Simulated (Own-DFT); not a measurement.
# Run time against the size of the problem

Wall times of single-point runs (energy, forces and, in most, stress) with one build of Own-DFT, an in-house plane-wave density functional program, since retired. Each ran alone on one NVIDIA H100 card, with norm-conserving files, no spin and no use of crystal symmetry. The k points are those left after time reversal, where it was used. Plane waves for each k point are estimated as V (2 E)^(3/2) / (6 π²) in atomic units.

```
   cell  atoms  valence electrons  cutoff (hartree)  volume (Å³)  k mesh  k points  plane waves  time (s)
   Si16     16                 64                20          674   5x5x1        13        19400       152
   Si64     64                256                20         1282   3x3x3        14        36900       546
Ge2Si14     16                 84                42          325   5x5x5        63        28600       717
   Ge16     16                224                42          362   5x5x5        63        31800      1393
   Ge17     17                238                42          362   5x5x5        63        31800      1335
Ge24Si7     31                364                42          703   3x3x6        28        61700      1482
Ge24Si8     32                368                42          703   3x3x6        28        61700      1298
   Ge31     31                434                42          725   3x3x6        28        63600      1667
   Ge32     32                448                42          725   3x3x6        28        63600      1605
   Ge33     33                462                42          725   3x3x6        28        63600      1635
Ge4Si12     16                104                42          331   5x5x5        63        29000         ?
```

## Worked fit

Take the size N = k points x plane waves x valence electrons. A line through log(time) against log(N) has a slope of 0.60 ± 0.03 and a scatter of a factor 1.10. Part of the scatter may come from the number of self-consistent steps, which isn't shown. The slope lies under 1: time grows more slowly than N on these runs. Times belong to this build alone.

## Withheld run

Question: how long should the last run take? Its N is 1.90e+08.

The line gives about 715 s. It took 834 s.
